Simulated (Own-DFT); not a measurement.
# Which defects push the lattice out? D0_22 TiAl3

Calculated, not measured: single-point runs of Own-DFT, a retired in-house plane-wave DFT program that no person has reviewed, on unrelaxed cells, without spin or spin-orbit coupling.

Settings: PBE; PseudoDojo norm-conserving scalar-relativistic files; cutoff 42 hartree; 4 x 4 x 4 k mesh centred on Gamma; cold (Marzari-Vanderbilt) smearing of 0.2 eV.

Known weak points: forces on such cells failed a check on a denser k mesh; stress not checked against mesh or cutoff.

All runs share one cell, with vectors in Å (-2.365, -6.981, 4.326); (-7.667, 3.491, 1.442); (-2.950, -3.488, -7.241) and a volume of 625.4 Å³. Atoms were moved at random from their sites; u is the rms move along one axis. The defect's site can differ from row to row.

| cell | formula | u (Å) | P (GPa) |
|---|---|---|---|
| no defect | Al30Ti10 | 0.0179 | 1.95 |
| no defect | Al30Ti10 | 0.0212 | 2.00 |
| no defect | Al30Ti10 | 0.0556 | 2.81 |
| two Ti on an Al site each | Al28Ti12 | 0.0327 | 3.28 |
| two Ti on an Al site each | Al28Ti12 | 0.0331 | 3.38 |
| two Ti on an Al site each | Al28Ti12 | 0.0436 | 3.41 |
| two Al on a Ti site each | Al32Ti8 | 0.0270 | 2.86 |
| two Al on a Ti site each | Al32Ti8 | 0.0450 | 3.17 |
| two Al on a Ti site each | Al32Ti8 | 0.0460 | 3.31 |
| one Ti vacancy | Al30Ti9 | 0.0266 | 1.72 |
| one Ti vacancy | Al30Ti9 | 0.0313 | ? |
| one Ti vacancy | Al30Ti9 | 0.0460 | 2.24 |
| one Ti vacancy | Al30Ti9 | 0.0512 | 2.46 |
| two Al vacancies | Al28Ti10 | 0.0338 | 1.37 |
| two Al vacancies | Al28Ti10 | 0.0468 | 1.55 |
| two Al vacancies | Al28Ti10 | 0.0505 | 1.49 |

## Fit

P = P0 + c u² + a shift for each defect gives P0 = 1.88 GPa, c = 290 ± 32 GPa/Å² and a scatter of 0.10 GPa. The shifts, and each times the cell's volume:

- two Ti on an Al site each: 1.08 ± 0.08 GPa, 4.2 eV (2.1 eV for each of its 2 sites)
- two Al on a Ti site each: 0.76 ± 0.08 GPa, 3.0 eV (1.5 eV for each of its 2 sites)
- one Ti vacancy: -0.26 ± 0.08 GPa, -1.0 eV
- two Al vacancies: -0.98 ± 0.08 GPa, -3.8 eV (-1.9 eV for each of its 2 sites)

Positive is outwards. The product with the volume (160.2 GPa Å³ to the eV) is nearly free of the cell's size; divided by the bulk modulus at the cell's pressure it gives the volume that the defect adds. The atoms around the defects weren't relaxed, which would change these numbers.

## The run left out

Question: what pressure belongs in the blank (one Ti vacancy, u = 0.0313 Å)?

The fitted form gives 1.90 ± 0.12 GPa. DFT gave 1.78 GPa.
